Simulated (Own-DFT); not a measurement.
## Calculated data, Al16O23 (corundum with two vacancies, atoms displaced)

Computed with Own-DFT development build. A calculation, not a measurement: plane-wave PBE density functional theory by an unreviewed code, no spin, of a simulated periodic cell, stress positive in tension, free energy of the whole cell less one offset for each atom, defect cell not probed for a lower state with spin; oxygen file: force components 24 meV/angstrom off all-electron in one glass; forces on such cells passed a denser k mesh, this cell's mesh not checked; offsets are fitted by least squares, one for each functional and potential file, so energies compare only between cells with the same atoms and settings and are not formation energies; the far tail of each file's local potential was reset to the Coulomb form; each entry is a single point on an unrelaxed cell, so the pressure reflects the starting lattice, mostly measured values, from which strain is counted, and rises with the displacements; printed positions are rounded, which can move forces by about a meV/angstrom; the program is a retired in-house code; no spin-orbit coupling; before rounding, a Quantum ESPRESSO 7.3.1 run of the same cell and cutoff gave forces within 1 meV/angstrom rms on each cell, which checks the program and not the settings.

Entry: Al16O23 (corundum with two vacancies, atoms displaced)

```
Al16O23
1.0
      5.4940     0.0000     8.6604
     -2.7470     4.7579     8.6604
     -2.7470    -4.7579     8.6604
Al O Al O Al O Al O Al O Al O Al O Al O
4 6 4 6 4 6 4 5 4 6 4 5 4 6 4 6
Direct
  0.18309 0.17160 0.17463
  0.32354 0.31753 0.32504
  0.42119 0.42438 0.42615
  0.06820 0.07568 0.07172
  0.28193 0.46846 0.12871
  0.46895 0.12567 0.28158
  0.12352 0.27856 0.46709
  0.21787 0.02731 0.37782
  0.02332 0.37865 0.22062
  0.36958 0.22113 0.03172
  0.17376 0.17617 0.68158
  0.31959 0.32776 0.82317
  0.42064 0.42603 0.93123
  0.07097 0.08058 0.57118
  0.27529 0.47066 0.62802
  0.47531 0.12042 0.78103
  0.13018 0.27495 0.96605
  0.21859 0.02292 0.87939
  0.02610 0.37121 0.72515
  0.37498 0.22553 0.52476
  0.16971 0.67577 0.17895
  0.32452 0.82428 0.32406
  0.42042 0.92144 0.42702
  0.07182 0.57713 0.07252
  0.28218 0.96728 0.12340
  0.46765 0.63155 0.27717
  0.11811 0.78698 0.47388
  0.21575 0.53062 0.36880
  0.02482 0.87538 0.22337
  0.37074 0.71898 0.02966
  0.17537 0.67582 0.68002
  0.32580 0.82603 0.82473
  0.43071 0.92738 0.92249
  0.07676 0.57461 0.57942
  0.28161 0.97268 0.62606
  0.12666 0.78451 0.96518
  0.22052 0.53013 0.86792
  0.02566 0.87633 0.71889
  0.36729 0.72352 0.52978
  0.66960 0.17422 0.17991
  0.82333 0.32878 0.32570
  0.92602 0.42600 0.42840
  0.57420 0.08010 0.07085
  0.77919 0.47746 0.12030
  0.96835 0.13208 0.28389
  0.62357 0.27391 0.47618
  0.72138 0.02776 0.37260
  0.52833 0.38121 0.21717
  0.86994 0.22343 0.02721
  0.67965 0.17270 0.67749
  0.82756 0.31437 0.82695
  0.93114 0.42371 0.92265
  0.57262 0.07334 0.57598
  0.96665 0.12595 0.78052
  0.63044 0.27610 0.97032
  0.71848 0.03199 0.87427
  0.52636 0.37254 0.72612
  0.87601 0.21853 0.52898
  0.67214 0.67507 0.18198
  0.82215 0.82385 0.32569
  0.92686 0.92399 0.42873
  0.57379 0.57571 0.07503
  0.77670 0.97357 0.12468
  0.97627 0.62361 0.27488
  0.62568 0.77908 0.47008
  0.72274 0.52948 0.37497
  0.52624 0.87691 0.22118
  0.87730 0.71950 0.02436
  0.67948 0.67012 0.67796
  0.82709 0.82860 0.82032
  0.92194 0.92495 0.92800
  0.57209 0.58032 0.57294
  0.77700 0.96847 0.62797
  0.97001 0.62273 0.78339
  0.62373 0.77845 0.97433
  0.72294 0.52956 0.87482
  0.52309 0.87750 0.72086
  0.87527 0.71663 0.52997
```

Settings of this run: functional PBE, potential files PseudoDojo norm-conserving, scalar-relativistic, standard set, wave cutoff 72 hartree, occupations Fermi-Dirac, smearing width 0.1 eV and k mesh 3 x 3 x 3 centred on Gamma.

The calculation gives: free energy of cell above offsets -53.648 eV; pressure 6.85 GPa; stress xx -6.72 GPa; stress yy -7.05 GPa; stress zz -6.78 GPa; stress yz 0.42 GPa; stress xz -0.5 GPa; stress xy 0.84 GPa.

Force:
```
element  x (eV/Å)  y (eV/Å)  z (eV/Å)
     Al     -1.69    -0.212    -1.013
     Al    -0.789     0.658     0.898
     Al     0.559     0.603     0.398
     Al     0.171    -0.642     0.743
      O    -0.208      0.75    -1.308
      O      0.67    -0.133     -0.73
      O     0.247     -0.79     0.518
      O     0.513     0.156     0.315
      O     0.759     0.047     0.385
      O      0.84     0.594     0.972
     Al     0.762     0.073    -0.555
     Al     1.186    -0.526     0.229
     Al     1.031     1.365     0.533
     Al     0.367    -0.914     0.125
      O     0.268      0.87    -0.509
      O    -0.577     0.742     -0.02
      O    -0.663    -0.432    -0.188
      O    -0.131     0.807     0.482
      O     0.342     0.629     0.517
      O    -0.449    -0.524    -0.226
     Al     0.796       0.8     0.319
     Al    -0.595     0.334    -0.825
     Al    -0.131     0.373     1.403
     Al     0.321    -0.266    -0.136
      O     -0.91     0.132     0.283
      O     0.352     -1.21    -0.385
      O     1.122    -0.978    -0.163
      O    -0.252    -1.724     1.864
      O    -0.121     0.148     0.238
      O     0.495     0.245     0.646
     Al    -0.533     0.913    -0.577
     Al     0.592    -0.689    -0.673
     Al    -0.469    -0.977     -0.35
     Al    -0.232      0.57    -1.486
      O    -0.333     0.614     -0.84
      O    -0.576    -1.038    -0.833
      O    -0.483    -1.507     1.283
      O      -0.2     0.154     0.747
      O     1.019    -0.001     0.786
     Al     0.274     0.646     0.965
     Al      0.14     0.071    -0.943
     Al     -0.88     0.043     0.307
     Al    -0.049    -0.613    -0.501
      O     -0.15    -0.893     0.101
      O     1.164    -0.291    -1.411
      O     -0.11     0.732     0.237
      O    -0.348    -0.535     0.517
      O     0.022    -1.152    -0.354
      O     0.394    -0.503     0.611
     Al    -0.735     0.747    -0.494
     Al    -1.206     1.795     0.405
     Al    -1.293    -0.358    -0.069
     Al     0.375     0.364     0.032
      O     1.246    -0.245    -0.448
      O    -1.349    -0.353    -0.909
      O     0.391    -0.677     0.307
      O     0.139     0.419    -0.027
      O    -0.572     0.351     0.116
     Al     0.737     1.041    -0.526
     Al     0.301     0.072     0.187
     Al    -0.546     1.019    -0.255
     Al      0.13     0.556    -0.307
      O      0.05    -0.302    -0.346
      O    -0.776     0.355    -0.271
      O    -0.424     0.083    -0.574
      O    -0.535    -0.203    -0.072
      O    -0.121    -0.021     0.459
      O    -0.708     0.211     0.559
     Al    -0.457    -0.299    -0.508
     Al    -0.445     -1.19     -0.89
     Al     0.475     0.188     0.388
     Al     0.166    -1.492      0.38
      O     0.051     0.305    -0.192
      O     0.561     0.731    -0.014
      O     0.255     0.474     0.097
      O     0.014    -0.059    -0.159
      O     0.634    -0.248     0.378
      O     0.112     0.215     0.356
```
